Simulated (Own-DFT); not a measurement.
Simulation results for Hf₃₆O₇₁ (tetragonal hafnia with one neutral oxygen vacancy, atoms displaced)

A calculation, not a measurement: plane-wave PBE and HSE06 DFT by an unreviewed code, no spin, of a simulated cell at Gamma alone, so results move with cell size and shape, stress positive in tension, energies less offsets, not probed for a lower state with spin; hafnium file: forces about 75 meV/angstrom off all-electron values; oxygen file: force components 24 meV/angstrom off all-electron in a glass; k mesh not checked against a denser one; forces and stress are PBE's, HSE06 gives the energy alone, and its difference from PBE has offsets of its own; offsets are fitted by least squares, one for each functional and potential file, so energies compare only between cells with the same atoms and settings and are not formation energies; the far tail of each file's local potential was reset to the Coulomb form; each entry is a single point on an unrelaxed cell, so the pressure reflects the starting lattice, taken from the Materials Project, from which strain is counted, and rises with the displacements; printed positions are rounded, which can move forces by about a meV/angstrom; the program is a retired in-house code; no spin-orbit coupling. Program: Own-DFT development build.

Settings shared by all entries: first functional PBE; second functional HSE06; exact exchange share 0.25; screening 0.11 1/bohr; exchange divergence Gygi-Baldereschi; potential files PseudoDojo norm-conserving, scalar-relativistic, made for PBE, standard set; wave cutoff 48 hartree; occupations fixed; k mesh 1 x 1 x 1 centred on Gamma.

(1) Hf₃₆O₇₁ (tetragonal hafnia with one neutral oxygen vacancy, atoms displaced)

```
Hf36O71
1.0
     10.7800     0.0000     0.0000
      0.0000    10.7800     0.0000
      0.0000     0.0000    10.4493
Hf O Hf O Hf O Hf O Hf O Hf O Hf O Hf O Hf O Hf O Hf O Hf O Hf O Hf O Hf O Hf O Hf O Hf O
2 4 2 4 2 4 2 4 2 4 2 4 2 4 2 4 2 4 2 4 2 4 2 4 2 4 2 4 2 4 2 4 2 4 2 3
Direct
  0.99705 0.99887 0.99544
  0.16499 0.16734 0.25540
  0.00258 0.16782 0.15624
  0.16446 0.99892 0.34700
  0.99840 0.16429 0.40196
  0.17217 0.01040 0.08696
  0.99823 0.00250 0.50437
  0.16392 0.16494 0.74638
  0.98891 0.16026 0.65508
  0.17132 0.99947 0.83637
  0.00544 0.16828 0.89992
  0.16775 0.99991 0.59853
  0.00276 0.33769 0.00786
  0.16912 0.49536 0.25428
  0.01066 0.49937 0.15119
  0.16824 0.32822 0.34763
  0.00312 0.49297 0.40697
  0.16314 0.33142 0.09763
  0.99750 0.32874 0.49866
  0.16164 0.50167 0.75395
  0.00185 0.50293 0.64621
  0.16826 0.32919 0.85509
  0.00448 0.50162 0.89639
  0.16674 0.33019 0.59481
  0.00577 0.66220 0.99781
  0.16645 0.83831 0.25707
  0.99917 0.83370 0.15152
  0.16128 0.66179 0.34513
  0.99361 0.82937 0.40940
  0.16576 0.66727 0.09659
  0.00533 0.66386 0.50079
  0.16505 0.82898 0.74556
  0.99326 0.84449 0.65409
  0.17166 0.66994 0.84051
  0.00242 0.83782 0.90823
  0.17523 0.66317 0.59998
  0.33890 0.00090 0.99029
  0.49686 0.16737 0.25249
  0.33941 0.17241 0.15445
  0.49161 0.99697 0.34732
  0.33295 0.17280 0.40278
  0.49391 0.99531 0.09743
  0.33513 0.98962 0.49637
  0.50291 0.16645 0.75561
  0.33133 0.15822 0.65363
  0.50314 0.99942 0.85055
  0.33867 0.16306 0.90461
  0.50776 0.99632 0.59122
  0.31960 0.32951 0.00065
  0.49687 0.50160 0.24951
  0.33651 0.50302 0.15360
  0.50353 0.33853 0.34908
  0.33819 0.49834 0.39770
  0.49824 0.33208 0.09982
  0.32995 0.32765 0.49468
  0.50579 0.51097 0.75036
  0.33090 0.50003 0.64828
  0.50344 0.33375 0.84181
  0.33653 0.49716 0.90078
  0.49618 0.33516 0.60158
  0.33572 0.66681 0.99905
  0.50228 0.83788 0.25310
  0.34259 0.83256 0.14541
  0.50467 0.66030 0.34816
  0.34037 0.83090 0.40550
  0.50368 0.66373 0.10144
  0.32984 0.66571 0.49388
  0.50673 0.83179 0.74354
  0.33523 0.82628 0.65019
  0.50163 0.67223 0.85375
  0.34002 0.83981 0.89935
  0.50686 0.66464 0.59073
  0.66593 0.00100 0.99688
  0.83704 0.15976 0.25099
  0.66449 0.16832 0.14986
  0.83875 0.00445 0.35015
  0.66935 0.16253 0.40341
  0.82751 0.99593 0.09401
  0.66166 0.00482 0.50324
  0.83757 0.16072 0.75235
  0.66170 0.16999 0.66131
  0.84458 0.00096 0.84049
  0.66147 0.16877 0.90076
  0.82788 0.00158 0.59566
  0.66540 0.32847 0.00011
  0.83556 0.50220 0.25473
  0.67374 0.49615 0.15289
  0.83212 0.33302 0.35050
  0.66477 0.50369 0.39829
  0.83388 0.33731 0.09105
  0.66076 0.32786 0.50501
  0.83290 0.49845 0.75027
  0.66275 0.50432 0.65322
  0.82697 0.32802 0.85065
  0.67263 0.49584 0.90564
  0.82458 0.32828 0.60123
  0.67550 0.66024 0.01707
  0.83872 0.83058 0.24776
  0.66412 0.84226 0.15228
  0.83393 0.65559 0.34555
  0.67885 0.84110 0.39660
  0.83713 0.66826 0.09933
  0.66666 0.66519 0.49687
  0.83228 0.83429 0.75113
  0.66763 0.82761 0.64890
  0.83545 0.66812 0.85468
  0.67574 0.82856 0.90402
```

Results for Hf₃₆O₇₁ (tetragonal hafnia with one neutral oxygen vacancy, atoms displaced): PBE energy of cell above offsets -97.409 eV; HSE06 less PBE above offsets 0.029 eV; PBE pressure 2.21 GPa; PBE stress xx -1.43 GPa; PBE stress yy -2.47 GPa; PBE stress zz -2.74 GPa; PBE stress yz -0.78 GPa; PBE stress xz 0.67 GPa; PBE stress xy -0.08 GPa.

Force:
| element | x (eV/Å) | y (eV/Å) | z (eV/Å) |
| --- | --- | --- | --- |
| Hf | 0.982 | 1.114 | 0.624 |
| Hf | 0.981 | -0.727 | -1.806 |
| O | -0.507 | -0.064 | -0.22 |
| O | 0.373 | 0.007 | 0.599 |
| O | 0.667 | 0.382 | 0.126 |
| O | -0.932 | -0.566 | 0.819 |
| Hf | -0.986 | -0.747 | 0.256 |
| Hf | 0.548 | -0.11 | 0.337 |
| O | 2.768 | 0.21 | -1.518 |
| O | -0.395 | -0.357 | 0.313 |
| O | -0.321 | -0.074 | 0.607 |
| O | -0.216 | -0.271 | -1.282 |
| Hf | -1.734 | -0.923 | -1.558 |
| Hf | 0.773 | 0.347 | -0.658 |
| O | -1.35 | 0.059 | -0.076 |
| O | -0.237 | 0.844 | 0.25 |
| O | 0.292 | 0.687 | -0.618 |
| O | 0.548 | 0.019 | 1.578 |
| Hf | -1.123 | 0.446 | 0.683 |
| Hf | 1.993 | -1.043 | -0.941 |
| O | -0.591 | 0.132 | 0.742 |
| O | 0.05 | 0.65 | -0.786 |
| O | 0.043 | -0.483 | 0.249 |
| O | -0.991 | -0.437 | 0.354 |
| Hf | -0.544 | 1.076 | 0.213 |
| Hf | 0.364 | -1.49 | -2.727 |
| O | 1.359 | 0.484 | 0.77 |
| O | 0.468 | 1.324 | 0.593 |
| O | 0.604 | 0.482 | -0.698 |
| O | 0.661 | 0.181 | -0.335 |
| Hf | -1.011 | -0.965 | 0.495 |
| Hf | 0.664 | 1.87 | 0.094 |
| O | 1.295 | -1.072 | -0.071 |
| O | -0.437 | -0.609 | 1.257 |
| O | 0.328 | -1.625 | -0.761 |
| O | -2.128 | 0.794 | -0.505 |
| Hf | -0.53 | -0.787 | 1.195 |
| Hf | 0.849 | 1.136 | -0.951 |
| O | -1.755 | 0.107 | 0.396 |
| O | -0.061 | 1.063 | 0.587 |
| O | 0.061 | -2.768 | -0.611 |
| O | 1.636 | 0.638 | 0.196 |
| Hf | 0.202 | 2.472 | 1.828 |
| Hf | -1.3 | 1.343 | 0.03 |
| O | 0.532 | 0.13 | -0.073 |
| O | 0.538 | -0.695 | -0.884 |
| O | -0.298 | 1.481 | -0.563 |
| O | -2.77 | -0.403 | 1.287 |
| Hf | 3.135 | 0.088 | -0.64 |
| Hf | 1.448 | -0.685 | -0.373 |
| O | -1.795 | -0.16 | -0.475 |
| O | -0.043 | -1.463 | 0.191 |
| O | -0.879 | 0.02 | 0.08 |
| O | -0.232 | 0.3 | -0.508 |
| Hf | 1.341 | 2.033 | 2.125 |
| Hf | -2.013 | -1.739 | 0.44 |
| O | 0.124 | 0.414 | 0.732 |
| O | 0.075 | 0.593 | 0.355 |
| O | -0.592 | 0.579 | 0.588 |
| O | -0.008 | -0.437 | -1.025 |
| Hf | 0.95 | 0.532 | 0.184 |
| Hf | 0.313 | -1.389 | -1.467 |
| O | -1.998 | -0.426 | 1.584 |
| O | -0.282 | 2.189 | 0.089 |
| O | -1.008 | -0.474 | -1.354 |
| O | -0.103 | -0.23 | -0.208 |
| Hf | 1.826 | -1.953 | 1.32 |
| Hf | -0.987 | -0.071 | 1.509 |
| O | 0.175 | 0.659 | -0.394 |
| O | -0.159 | -0.236 | -0.812 |
| O | -0.656 | -1.779 | -0.427 |
| O | -1.724 | 0.325 | 0.789 |
| Hf | -1.64 | -0.649 | 0.502 |
| Hf | -1.25 | 1.404 | -0.303 |
| O | 0.549 | -0.44 | 0.626 |
| O | 0.648 | -1.144 | -0.733 |
| O | -0.556 | 0.617 | -0.026 |
| O | 1.514 | 0.451 | 0.275 |
| Hf | 2.55 | -0.917 | -1.33 |
| Hf | -2.209 | 2.236 | 0.238 |
| O | 0.962 | -0.487 | -1.306 |
| O | -0.442 | -0.628 | 1.381 |
| O | 0.321 | -1.532 | 0.296 |
| O | 0.061 | 0.078 | 0.292 |
| Hf | -0.628 | 0.642 | 0.194 |
| Hf | -0.556 | -2.746 | -0.931 |
| O | -0.481 | 0.732 | 0.167 |
| O | 0.437 | -0.466 | -0.387 |
| O | 0.559 | -1.054 | 0.976 |
| O | 0.82 | -0.266 | 0.773 |
| Hf | -0.32 | 1.008 | -0.668 |
| Hf | -0.74 | -0.286 | 0.444 |
| O | 1.841 | 0.263 | -0.321 |
| O | 0.872 | 0.528 | -0.785 |
| O | -0.226 | 1.283 | -0.242 |
| O | 1.523 | 0.567 | -0.263 |
| Hf | -1.833 | 0.009 | -2.344 |
| Hf | -1.661 | 0.629 | 0.902 |
| O | 0.867 | -0.858 | 0.257 |
| O | 0.53 | 2.787 | 0.978 |
| O | -0.654 | -0.958 | 0.635 |
| O | 1.434 | 0.075 | 1.033 |
| Hf | 0.987 | 0.121 | -0.54 |
| Hf | -0.932 | -1.089 | 0.329 |
| O | 0.884 | -0.153 | 0.109 |
| O | 0.561 | -0.64 | -1.318 |
| O | -0.065 | 0.931 | -0.049 |

(2) Hf₃₆O₇₁ (tetragonal hafnia with one neutral oxygen vacancy, atoms displaced)

```
Hf36O71
1.0
     10.7800     0.0000     0.0000
      0.0000    10.7800     0.0000
      0.0000     0.0000    10.4493
Hf O Hf O Hf O Hf O Hf O Hf O Hf O Hf O Hf O Hf O Hf O Hf O Hf O Hf O Hf O Hf O Hf O Hf O
2 4 2 4 2 4 2 4 2 4 2 4 2 4 2 4 2 4 2 4 2 4 2 4 2 3 2 4 2 4 2 4 2 4 2 4
Direct
  0.99729 0.00233 0.00000
  0.15912 0.17317 0.25392
  0.00107 0.16605 0.15563
  0.16793 0.00315 0.35179
  0.99365 0.16689 0.40825
  0.16839 0.00200 0.09984
  0.99713 0.99016 0.49661
  0.15711 0.16473 0.74594
  0.00006 0.17171 0.65051
  0.16575 0.00566 0.84616
  0.99954 0.17089 0.89876
  0.16567 0.00224 0.59051
  0.01002 0.33196 0.98972
  0.17141 0.49842 0.24952
  0.99369 0.49443 0.14745
  0.16024 0.33093 0.34721
  0.99863 0.49929 0.40205
  0.16654 0.32797 0.09559
  0.99634 0.32935 0.49394
  0.16796 0.50619 0.75409
  0.99357 0.50550 0.64257
  0.16730 0.32650 0.84498
  0.99393 0.49632 0.90530
  0.17160 0.33186 0.60486
  0.99416 0.66724 0.00219
  0.16171 0.83569 0.25347
  0.00306 0.82799 0.14955
  0.17378 0.66357 0.35723
  0.99885 0.83261 0.39700
  0.16347 0.66519 0.09474
  0.00116 0.66454 0.50091
  0.17232 0.83472 0.74304
  0.00333 0.83805 0.66165
  0.16500 0.67139 0.85121
  0.00092 0.83868 0.89547
  0.16931 0.66911 0.59580
  0.33260 0.99930 0.00159
  0.50851 0.16257 0.24762
  0.34302 0.16776 0.14463
  0.49634 0.00112 0.35189
  0.33040 0.16750 0.40233
  0.50098 0.00561 0.09791
  0.33096 0.99796 0.49774
  0.49439 0.16335 0.73895
  0.33512 0.16517 0.65975
  0.50510 0.99303 0.85145
  0.32891 0.16847 0.90289
  0.50187 0.00620 0.60049
  0.33123 0.33558 0.00367
  0.50482 0.49008 0.25193
  0.32765 0.50075 0.15361
  0.49981 0.33309 0.35040
  0.33865 0.50088 0.40291
  0.49735 0.32731 0.10202
  0.32891 0.33423 0.49746
  0.50339 0.50483 0.74410
  0.33313 0.49433 0.65490
  0.49635 0.32653 0.85299
  0.32941 0.49585 0.90406
  0.50442 0.33448 0.59160
  0.33069 0.66249 0.99884
  0.50160 0.83004 0.25508
  0.33322 0.83646 0.15108
  0.49455 0.66026 0.34253
  0.32791 0.82776 0.39995
  0.50076 0.66179 0.09661
  0.33776 0.66846 0.50422
  0.50295 0.83691 0.75208
  0.32775 0.84104 0.65402
  0.49927 0.66491 0.84480
  0.33565 0.84509 0.90139
  0.49350 0.66641 0.59642
  0.67063 0.00232 0.00012
  0.83476 0.17160 0.25097
  0.66559 0.16334 0.15188
  0.83654 0.99579 0.35106
  0.82390 0.01303 0.09809
  0.67113 0.00923 0.50300
  0.83251 0.17305 0.74804
  0.67495 0.16637 0.66241
  0.82594 0.99931 0.85392
  0.67249 0.16484 0.89571
  0.82393 0.00519 0.59253
  0.66750 0.32983 0.99893
  0.83244 0.49999 0.24060
  0.66839 0.49650 0.14964
  0.83242 0.33747 0.34834
  0.65598 0.48968 0.40856
  0.83891 0.33714 0.09709
  0.66471 0.33203 0.50506
  0.83263 0.49698 0.74519
  0.66775 0.49355 0.65389
  0.83337 0.33781 0.85176
  0.67041 0.49928 0.90356
  0.83508 0.32147 0.60149
  0.67349 0.66539 0.00003
  0.83297 0.82993 0.24801
  0.67326 0.82877 0.15232
  0.83822 0.66485 0.35387
  0.67205 0.83463 0.40449
  0.83351 0.66904 0.09689
  0.66766 0.66366 0.49670
  0.82970 0.83976 0.74019
  0.65985 0.83314 0.64738
  0.84019 0.66545 0.84652
  0.67365 0.83147 0.89812
  0.83444 0.66429 0.59477
```

It finds PBE energy of cell above offsets -97.069 eV; HSE06 less PBE above offsets 0.069 eV; PBE pressure 1.71 GPa; PBE stress xx -3.49 GPa; PBE stress yy 0.22 GPa; PBE stress zz -1.86 GPa; PBE stress yz -0.58 GPa; PBE stress xz -0.32 GPa; PBE stress xy -0.06 GPa.

Force:
| element | x (eV/Å) | y (eV/Å) | z (eV/Å) |
| --- | --- | --- | --- |
| Hf | 0.613 | -0.464 | -0.756 |
| Hf | 2.518 | -2.014 | -1.356 |
| O | -0.518 | -0.193 | -0.172 |
| O | -0.598 | -0.422 | -0.463 |
| O | 0.225 | -1.049 | -1.145 |
| O | -1.27 | -0.217 | 0.027 |
| Hf | 0.224 | 1.433 | 0.313 |
| Hf | 1.963 | 0.289 | 0.698 |
| O | -0.789 | -0.615 | -0.397 |
| O | -0.401 | -1.057 | -0.234 |
| O | -0.314 | -1.528 | 0.056 |
| O | -0.494 | -0.114 | 0.461 |
| Hf | -1.309 | 0.534 | 1.087 |
| Hf | -1.642 | 1.286 | 0.468 |
| O | 1.593 | 0.799 | 0.586 |
| O | 0.297 | 1.255 | 0.629 |
| O | 0.268 | 0.069 | -0.225 |
| O | -0.166 | 0.301 | 0.958 |
| Hf | 0.545 | 1.261 | 1.61 |
| Hf | -0.33 | -1.319 | -0.498 |
| O | 1.299 | -0.279 | 1.109 |
| O | -0.655 | 2.021 | 0.418 |
| O | 1.039 | 1.019 | -0.994 |
| O | -1.125 | 0.243 | -1.447 |
| Hf | 1.157 | 0.511 | -1.676 |
| Hf | 1.789 | -0.337 | -0.442 |
| O | -1.214 | 0.562 | -0.001 |
| O | -0.958 | 0.037 | -1.542 |
| O | 0.473 | -0.466 | 0.372 |
| O | 0.258 | -0.321 | 0.556 |
| Hf | 0.201 | -1.34 | -0.543 |
| Hf | -1.387 | 0.776 | 2.775 |
| O | -1.163 | 0.275 | -2.33 |
| O | 0.479 | -0.514 | -0.602 |
| O | -0.378 | -0.208 | 1.659 |
| O | -0.215 | -0.081 | 1.114 |
| Hf | 0.281 | 1.975 | 0.347 |
| Hf | -2.558 | 0.304 | -0.179 |
| O | -1.676 | 0.112 | 1.753 |
| O | 0.502 | -0.647 | -0.128 |
| O | -0.232 | 0.104 | 0.458 |
| O | 0.762 | -0.769 | 0.324 |
| Hf | 0.574 | 0.689 | -0.319 |
| Hf | 1.016 | 0.154 | 3.074 |
| O | -1.579 | -0.089 | -1.695 |
| O | 0.091 | 1.423 | -0.675 |
| O | 0.408 | -0.485 | 0.198 |
| O | -0.094 | -0.179 | -0.421 |
| Hf | 1.378 | -2.652 | -0.876 |
| Hf | -0.771 | 0.604 | -0.59 |
| O | 1.256 | -0.193 | -0.288 |
| O | 0.358 | -1.518 | -0.204 |
| O | -0.594 | -0.732 | 0.073 |
| O | 1.119 | 1.236 | -0.056 |
| Hf | 0.602 | -0.297 | 0.639 |
| Hf | -0.775 | -1.599 | 1.575 |
| O | 0.064 | 0.569 | 0.099 |
| O | 0.613 | 1.303 | -1.125 |
| O | -0.389 | 1.283 | -0.417 |
| O | -1.412 | -0.482 | 0.962 |
| Hf | 0.513 | 1.332 | 0.369 |
| Hf | -0.577 | 0.294 | -1.173 |
| O | 0.077 | -0.442 | 0.786 |
| O | 0.837 | 0.939 | 0.612 |
| O | 0.723 | 1.088 | 0.472 |
| O | 0.089 | 0.269 | -0.519 |
| Hf | -1.822 | -0.739 | -1.764 |
| Hf | -0.627 | 0.026 | 0.731 |
| O | 2.56 | -0.188 | -1.279 |
| O | -0.261 | 0.327 | -0.068 |
| O | -0.341 | -2.903 | -0.461 |
| O | 2.189 | -0.315 | 0.534 |
| Hf | -1.724 | -0.109 | -1.435 |
| Hf | -0.269 | -0.526 | -0.228 |
| O | 1.23 | 0.9 | 0.387 |
| O | -0.242 | 0.8 | -0.736 |
| O | 2.745 | -0.751 | 0.824 |
| Hf | -2.334 | -0.35 | -1.649 |
| Hf | 0.95 | -0.116 | 1.879 |
| O | -2.512 | -0.049 | -2.27 |
| O | 0.934 | 0.059 | -1.388 |
| O | -0.037 | 0.632 | 1.386 |
| O | 3.028 | -0.931 | 1.555 |
| Hf | -0.268 | -0.109 | -0.549 |
| Hf | 1.078 | -0.61 | 0.875 |
| O | -0.232 | 0.17 | 0.311 |
| O | -0.223 | -0.35 | 0.034 |
| O | 0.419 | 2.167 | -0.69 |
| O | -0.852 | -0.917 | 0.026 |
| Hf | 0.829 | -1.217 | -0.689 |
| Hf | 0.777 | 0.683 | 1.384 |
| O | 0.041 | 0.566 | -0.647 |
| O | -0.141 | -0.64 | -0.779 |
| O | -0.359 | 0.122 | -0.145 |
| O | -0.309 | 1.003 | -0.47 |
| Hf | -1.678 | 0.304 | -0.921 |
| Hf | 0.067 | 0.193 | 0.938 |
| O | -1.182 | 0.071 | 0.085 |
| O | -0.854 | -0.105 | -1.068 |
| O | -0.545 | -0.483 | -0.191 |
| O | -0.038 | -0.257 | 1.015 |
| Hf | 0.143 | 0.587 | -0.055 |
| Hf | -0.096 | -0.723 | 2.433 |
| O | 0.953 | -0.417 | -0.011 |
| O | -0.302 | 0.272 | -0.493 |
| O | -0.328 | -0.536 | 0.281 |
| O | -0.996 | 0.732 | 0.163 |
